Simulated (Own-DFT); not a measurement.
# Strain and stress in diamond-structure SiGeSn with randomly placed atoms, 64 atoms (Ge44Si16Sn4)

These are calculations, not measurements. They come from Own-DFT, an in-house plane-wave density functional program, since retired, whose code no person has reviewed. Each row is one single-point run on a periodic cell that was not relaxed, without spin or spin-orbit coupling.

Settings of every run: PBE; PseudoDojo norm-conserving scalar-relativistic files; cutoff 49 hartree; 3 x 3 x 3 k mesh centred on Gamma; Fermi-Dirac smearing of 0.1 eV.

Known limits: forces on such cells moved up to 12 meV/angstrom on a denser k mesh; stress not checked against mesh or cutoff.

Unstrained cell vectors in Å: (11.306, 0.000, 0.000); (0.000, 11.306, 0.000); (0.000, 0.000, 11.306). The unstrained cell has measured lattice constants (interpolated for alloys), not those of this functional. That, the random moves and any unrelaxed bonds set the pressure at no strain. Each run strains this cell uniformly, with the atoms carried along. Every atom was also moved at random, by a Gaussian of width 0.05 Å on each axis. The random placing of the alloy's atoms differs from row to row. Strain is the symmetric tensor, in per cent. Stress is positive in tension, and the pressure is minus a third of its trace.

| run | e_xx (%) | e_yy (%) | e_zz (%) | s_xx (GPa) | s_yy (GPa) | s_zz (GPa) | P (GPa) | E (meV/atom) |
|---|---|---|---|---|---|---|---|---|
| 1 | 2.00 | 2.00 | 0.00 | -0.89 | -0.87 | -2.19 | 1.32 | 0.0 |
| 2 | 0.50 | 0.50 | 0.00 | -3.48 | -3.26 | -3.79 | 3.51 | 13.5 |
| 3 | -0.50 | -0.50 | 0.00 | -5.28 | -5.23 | -4.98 | 5.17 | 28.8 |
| 4 | -0.25 | -0.25 | 0.00 | -4.98 | -4.99 | -4.74 | 4.90 | 37.2 |
| 5 | 0.25 | 0.25 | 0.00 | -3.70 | -3.59 | -4.07 | 3.79 | 11.3 |
| 6 | -3.00 | -3.00 | 0.00 | -10.62 | -10.59 | -8.75 | 9.99 | 83.0 |
| 7 | 0.75 | 0.75 | 0.00 | -2.94 | -2.89 | -3.40 | 3.08 | 7.3 |
| 8 | -1.75 | -1.75 | 0.00 | -7.84 | -7.75 | -6.44 | 7.34 | 42.9 |
| 9 | 1.75 | 1.75 | 0.00 | ? | ? | ? | ? | ? |

E is the free energy for each atom above the lowest run shown.

## Worked fit

The change of volume is close to e_xx + e_yy + e_zz. A straight line through the runs shown gives P = 4.47 - 88 x (fractional change of volume) GPa, with an error of 3 on the slope and a scatter of 0.26 GPa. The strain isn't the same on all axes, but the crystal is cubic, so the slope still estimates the bulk modulus, averaged over pressures from 1.3 to 10.0 GPa.

## Withheld run

Question: what pressure should run 9 give? Its volume changes by 3.53 %.

The line gives 1.4 GPa. The calculation gave 1.87 GPa.
